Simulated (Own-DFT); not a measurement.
# Energy and forces against displacement in monoclinic HfO2, 96 atoms (Hf32O64)

All numbers below are calculated, not measured. They come from Own-DFT, an in-house plane-wave density functional program, since retired, whose code no person has reviewed. Each row is one single-point run on a periodic cell that was not relaxed, without spin or spin-orbit coupling.

Settings of every run: PBEsol; PseudoDojo norm-conserving scalar-relativistic files, made for PBE; cutoff 72 hartree; 2 x 2 x 2 k mesh centred on Gamma; Fermi-Dirac smearing of 0.1 eV.

Known limits: hafnium file: forces about 75 meV/angstrom off all-electron values; oxygen file: force components 24 meV/angstrom off all-electron in a glass; forces on such cells passed a denser k mesh, each cell not checked; stress not checked against mesh or cutoff.

Cell vectors in Å: (10.234, 0.000, 0.000); (0.000, 10.350, 0.000); (-1.696, 0.000, 10.445). In each run every atom was moved at random and independently from its ideal site; u is the rms move along one axis. E is the free energy for each atom above the fitted value at u = 0, and F the rms of the force components.

| run | u (Å) | E (meV/atom) | F (eV/Å) | largest force (eV/Å) | P (GPa) |
|---|---|---|---|---|---|
| 1 | 0.0196 | 10.1 | 0.452 | 1.96 | -2.33 |
| 2 | 0.0208 | 9.8 | 0.443 | 2.15 | -2.53 |
| 3 | 0.0493 | 57.1 | 1.022 | 3.55 | -0.46 |
| 4 | 0.0510 | 57.6 | 1.031 | 4.70 | -0.55 |
| 5 | 0.0707 | 132.1 | 1.706 | 8.16 | 1.26 |
| 6 | 0.0813 | ? | ? | ? | ? |
| 7 | 0.0853 | 174.6 | 1.921 | 9.03 | 3.01 |
| 8 | 0.1199 | 317.6 | 2.459 | 9.86 | 7.31 |

## Worked fit

For small independent moves the energy grows as E = (3/2) K u², with K the mean stiffness felt by one atom. The runs with u up to 0.11 Å give K = 16.1 ± 0.7 eV/Å², with residuals divided by u² + 0.0006 Å², since the noise grows with the moves. The scatter is 4.5 meV/atom at u = 0.05 Å. The forces follow F = G u with G = 22.0 eV/Å²; no force at u = 0 is resolved. G exceeds K because the moves of its neighbours add to the force on an atom, and stiffness differs between atoms. The pressure follows P = -2.64 + 786 u² GPa: at fixed volume, shortened bonds push harder than stretched ones pull.

## Withheld run

Question: what energy and rms force should run 6 give?

The fit gives 160 ± 12 meV/atom and about 1.79 eV/Å. The calculation gave 172.5 meV/atom and 1.958 eV/Å.
